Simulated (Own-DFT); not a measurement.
# Strain and stress in zincblende InP, 64 atoms (In32P32)

The numbers are computed, not measured, by runs of the plane-wave DFT program Own-DFT (in-house, retired, unreviewed) at fixed positions, with no spin and no spin-orbit coupling.

Settings: PBE; PseudoDojo norm-conserving scalar-relativistic files; cutoff 36 hartree; 3 x 3 x 3 k mesh centred on Gamma; Fermi-Dirac smearing of 0.1 eV.

Limits: forces on such cells moved up to 12 meV/angstrom on a denser k mesh; stress not checked against mesh or cutoff.

Unstrained cell vectors in Å: (11.737, 0.000, 0.000); (0.000, 11.737, 0.000); (0.000, 0.000, 11.737). The unstrained cell has measured lattice constants (interpolated for alloys), not those of this functional. That, the random moves and any unrelaxed bonds set the pressure at no strain. A uniform strain is put on this cell, atoms riding along. Random moves of width 0.05 Å per axis were added to every atom. Strains are tensor components in per cent; tension counts as positive stress, and P is minus the mean normal stress.

```
run,e_xx (%),e_yy (%),e_zz (%),e_yz (%),e_xz (%),e_xy (%),s_xx (GPa),s_yy (GPa),s_zz (GPa),s_yz (GPa),s_xz (GPa),s_xy (GPa),P (GPa),E (meV/atom)
1,0.98,0.33,-0.78,0.91,1.83,-1.08,-3.31,-3.54,-3.95,2.08,3.14,-2.50,3.60,34.4
2,-1.29,-1.47,1.70,1.01,1.71,-0.62,-4.92,-4.99,-3.75,1.15,2.73,-1.46,4.55,30.8
3,0.87,-0.03,0.85,0.05,1.30,-0.41,-2.35,-2.74,-2.29,0.72,1.89,-1.05,2.46,12.0
4,-0.62,-1.80,1.81,-1.79,-1.49,-0.79,-4.32,-4.80,-3.32,-2.24,-1.53,-1.60,4.15,29.1
5,1.99,-0.52,-1.21,-0.73,1.03,0.92,-2.61,-3.60,-3.91,-0.56,0.87,0.81,3.37,17.3
6,-0.58,-0.71,-1.95,-1.84,0.29,-0.52,-6.05,-6.02,-6.57,-2.37,0.48,-0.96,6.21,42.6
7,-1.17,-1.86,0.60,1.70,0.64,-0.10,-5.96,-6.26,-5.40,3.56,1.00,-0.47,5.87,55.1
8,0.74,1.48,-0.16,0.16,0.77,1.37,-2.24,-1.76,-2.52,0.31,0.66,1.51,2.17,12.8
9,-1.56,0.87,-0.21,-1.69,0.27,0.22,-4.88,-4.02,-4.42,-3.01,0.16,0.02,4.44,29.3
10,-1.66,1.33,1.66,0.73,-1.10,-1.74,-3.52,-2.41,-2.21,0.93,-1.53,-1.81,2.71,18.6
11,0.41,-0.91,-1.06,1.38,0.32,-1.14,-4.58,-5.08,-5.21,1.93,0.91,-1.55,4.96,40.3
12,-0.98,0.68,1.90,0.38,0.68,0.56,-2.84,-2.32,-1.82,0.63,0.65,1.27,2.33,0.0
13,-0.68,1.09,1.85,1.23,0.83,0.28,-2.50,-1.86,-1.58,1.70,0.87,0.17,1.98,6.5
14,0.51,-1.42,-0.66,-0.86,0.47,-0.88,-4.51,-5.24,-4.88,-1.56,0.16,-1.88,4.88,29.4
15,1.42,-1.17,1.89,-0.12,-0.41,0.00,-1.95,-2.75,-1.65,-0.22,-0.15,0.07,2.12,11.7
16,-0.62,1.77,-1.08,-1.37,1.52,-0.03,?,?,?,?,?,?,?,?
```

E is the free energy for each atom above the lowest run shown.

## Working it out

Regress every stress component on the fractional strains (shears doubled) of the visible runs, with a constant. Shear strains stay in the fit of a normal stress only where such slopes are resolved. The slopes, in GPa:

| stress | at no strain | per e_xx | per e_yy | per e_zz | scatter |
|---|---|---|---|---|---|
| s_xx | -3.7 | 102 ± 4 | 65 ± 3 | 65 ± 3 | 0.15 |
| s_yy | -3.7 | 67 ± 3 | 104 ± 3 | 65 ± 3 | 0.13 |
| s_zz | -3.8 | 66 ± 4 | 65 ± 3 | 105 ± 3 | 0.15 |

The slope of each shear stress on twice its own strain, from a fit on all six strains: yz 79 ± 8, xz 70 ± 7, xy 74 ± 7 GPa. These are stiffnesses along x, y and z of the frame in which the cell vectors are given, which need not be the crystal's axes. These are clamped-ion slopes: internal relaxation, where symmetry allows it, would soften some. The table should be nearly symmetric about its diagonal, and what it lacks of that shows the noise. A ninth of the table's sum, 78 ± 2 GPa, estimates the bulk modulus near the mean pressure of these runs, 3.7 GPa, so it lies above the value at zero pressure.

## Test on the hidden row

Q: what normal stresses and pressure should run 16 give?

The fit gives s_xx = -3.9, s_yy = -3.0, s_zz = -4.2 and P = 3.7 GPa. The run itself gave -4.03, -3.11, -4.30 and P = 3.81 GPa.
